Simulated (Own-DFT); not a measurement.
GaP (zincblende, strongly disordered by large displacements) (calculated)

All values are calculated (Own-DFT development build). A calculation, not a measurement: plane-wave PBE density functional theory by an unreviewed code, no spin, of a simulated periodic cell, stress positive in tension, free energy of the whole cell less one offset for each atom, forces on such cells passed a denser k mesh, this cell's mesh not checked; broken bonds can close the gap or carry spin, so checks made on this kind of crystal may not hold here; offsets are fitted by least squares, one for each functional and potential file, so energies compare only between cells with the same atoms and settings and are not formation energies; the far tail of each file's local potential was reset to the Coulomb form; each entry is a single point on an unrelaxed cell, so the pressure reflects the starting lattice, mostly measured values (interpolated for alloys), from which strain is counted, and rises with the displacements; printed positions are rounded, which can move forces by about a meV/angstrom; the program, named Own-DFT, is a retired in-house code; no spin-orbit coupling.

```json
{"formula": "GaP", "kind": "zincblende, strongly disordered by large displacements", "structure": {"cell_angstrom": [[10.901, 0.0, 0.0], [0.0, 10.901, 0.0], [0.0, 0.0, 10.901]], "atoms_fractional": [["Ga", 0.00669, 0.06465, 0.04101], ["Ga", 0.98738, 0.23913, 0.22814], ["Ga", 0.23145, 0.99144, 0.28824], ["Ga", 0.21214, 0.25341, 0.98485], ["P", 0.13901, 0.17265, 0.12986], ["P", 0.14852, 0.33549, 0.34155], ["P", 0.36509, 0.12271, 0.40478], ["P", 0.38864, 0.3782, 0.146], ["Ga", 0.00818, 0.06768, 0.45969], ["Ga", 0.96817, 0.3024, 0.77965], ["Ga", 0.22367, 0.00927, 0.74866], ["Ga", 0.25351, 0.22799, 0.50674], ["P", 0.12811, 0.0892, 0.61256], ["P", 0.10716, 0.36844, 0.88649], ["P", 0.33794, 0.13554, 0.92764], ["P", 0.37282, 0.36107, 0.64154], ["Ga", 0.95809, 0.53232, 0.0103], ["Ga", 0.03028, 0.68057, 0.20846], ["Ga", 0.19754, 0.55149, 0.27519], ["Ga", 0.28352, 0.77078, 0.96882], ["P", 0.14076, 0.63877, 0.06783], ["P", 0.08203, 0.84714, 0.3384], ["P", 0.36587, 0.5984, 0.3729], ["P", 0.38954, 0.86231, 0.12611], ["Ga", 0.00949, 0.50995, 0.47876], ["Ga", 0.01066, 0.7354, 0.712], ["Ga", 0.27453, 0.45838, 0.76943], ["Ga", 0.23745, 0.69812, 0.54763], ["P", 0.14168, 0.5845, 0.68026], ["P", 0.11903, 0.82125, 0.90863], ["P", 0.41599, 0.63446, 0.9094], ["P", 0.39349, 0.92235, 0.68564], ["Ga", 0.49928, 0.98023, 0.02203], ["Ga", 0.50905, 0.2363, 0.21447], ["Ga", 0.7511, 0.9822, 0.2546], ["Ga", 0.73921, 0.23477, 0.92292], ["P", 0.64817, 0.1059, 0.12677], ["P", 0.62787, 0.38272, 0.43221], ["P", 0.86024, 0.1217, 0.29123], ["P", 0.86937, 0.42359, 0.15928], ["Ga", 0.509, 0.98501, 0.49562], ["Ga", 0.49831, 0.27987, 0.7522], ["Ga", 0.76033, 0.00024, 0.77171], ["Ga", 0.75332, 0.16309, 0.44808], ["P", 0.58038, 0.13418, 0.56931], ["P", 0.63526, 0.3827, 0.91136], ["P", 0.86525, 0.11469, 0.8681], ["P", 0.86484, 0.41566, 0.61256], ["Ga", 0.42898, 0.46835, 0.98792], ["Ga", 0.45689, 0.78381, 0.27852], ["Ga", 0.73546, 0.50247, 0.25534], ["Ga", 0.74367, 0.7364, 0.05528], ["P", 0.66132, 0.58461, 0.10936], ["P", 0.66935, 0.85633, 0.3614], ["P", 0.94429, 0.69253, 0.42619], ["P", 0.9587, 0.89033, 0.12773], ["Ga", 0.5254, 0.53517, 0.44598], ["Ga", 0.51555, 0.73257, 0.75253], ["Ga", 0.76263, 0.50914, 0.73399], ["Ga", 0.704, 0.71602, 0.50125], ["P", 0.61929, 0.6143, 0.65672], ["P", 0.61743, 0.87462, 0.80751], ["P", 0.89594, 0.62787, 0.86561], ["P", 0.89684, 0.89126, 0.60001]]}, "settings": {"functional": "PBE", "potential_files": "PseudoDojo norm-conserving, scalar-relativistic, standard set", "wave_cutoff [hartree]": 42.0, "occupations": "Fermi-Dirac", "smearing_width [eV]": 0.1, "hardware": "one NVIDIA H100", "k_mesh": "3 x 3 x 3 centred on Gamma"}, "results": {"free_energy_of_cell_above_offsets [eV]": "28.479", "pressure [GPa]": 15.46, "stress_xx [GPa]": -16.44, "stress_yy [GPa]": -17.36, "stress_zz [GPa]": -12.59, "stress_yz [GPa]": 1.38, "stress_xz [GPa]": 0.48, "stress_xy [GPa]": 2.8, "force_element": ["Ga", "Ga", "Ga", "Ga", "P", "P", "P", "P", "Ga", "Ga", "Ga", "Ga", "P", "P", "P", "P", "Ga", "Ga", "Ga", "Ga", "P", "P", "P", "P", "Ga", "Ga", "Ga", "Ga", "P", "P", "P", "P", "Ga", "Ga", "Ga", "Ga", "P", "P", "P", "P", "Ga", "Ga", "Ga", "Ga", "P", "P", "P", "P", "Ga", "Ga", "Ga", "Ga", "P", "P", "P", "P", "Ga", "Ga", "Ga", "Ga", "P", "P", "P", "P"], "force_x [eV/angstrom]": [-1.457, 0.694, 0.535, 1.7, 1.646, -0.636, 3.945, -2.696, -1.671, -2.729, 1.381, -2.798, -1.822, 0.104, 5.143, -0.874, 2.392, -3.946, -0.541, 3.38, 2.871, 0.168, -1.817, -3.619, 1.395, -0.889, -1.474, 1.331, -0.854, -4.927, 0.183, 1.971, 1.889, 0.363, -0.229, -1.11, -0.759, 3.309, 1.886, 4.362, -2.635, 2.875, -0.943, -1.679, 3.929, -3.161, 6.975, 2.98, 2.097, 2.547, -2.084, 3.342, -5.202, -4.823, -1.74, -1.94, 0.966, -5.509, -0.654, 2.814, -0.511, 0.719, -3.386, -0.781], "force_y [eV/angstrom]": [-1.391, 5.944, 0.58, 3.134, -3.299, 1.333, -3.117, -0.444, -2.092, -1.624, -1.527, 3.353, 3.442, 4.697, -4.469, 0.504, -2.714, 2.114, -2.365, -0.485, -1.987, 1.038, 3.583, 0.969, -2.161, 1.809, 1.709, 1.783, -0.92, 2.673, 2.123, -2.438, 2.553, -0.774, -2.803, -0.96, 0.461, -3.98, 1.251, -4.176, -5.39, -2.757, -2.879, 1.874, 5.123, 4.471, 0.678, -4.432, -2.477, -2.455, -0.338, 5.017, -1.532, -2.489, 1.307, -1.697, 1.329, -0.342, 0.932, 0.012, -2.136, 4.112, 3.041, -0.298], "force_z [eV/angstrom]": [-2.455, -0.217, -0.739, 0.14, 4.806, 1.652, -4.821, 2.323, -1.266, -3.465, 5.152, 3.039, -1.486, -0.038, -3.761, -5.409, 2.15, 4.058, -0.681, 1.717, -3.3, 0.727, -0.259, -1.291, 0.807, 1.192, 3.177, -1.91, -1.263, -2.472, -2.82, -1.218, -2.487, 2.034, -4.371, 3.006, -1.78, -2.29, 2.57, -2.123, -2.036, 3.143, -4.835, 3.043, 3.261, -2.006, 1.205, -2.741, -0.645, 3.973, 7.493, -2.488, -2.296, 2.185, -0.822, 1.434, 2.478, 0.58, 5.253, 0.082, -4.264, 4.383, -3.461, 0.454], "wall_time [s]": 614.8}}
```
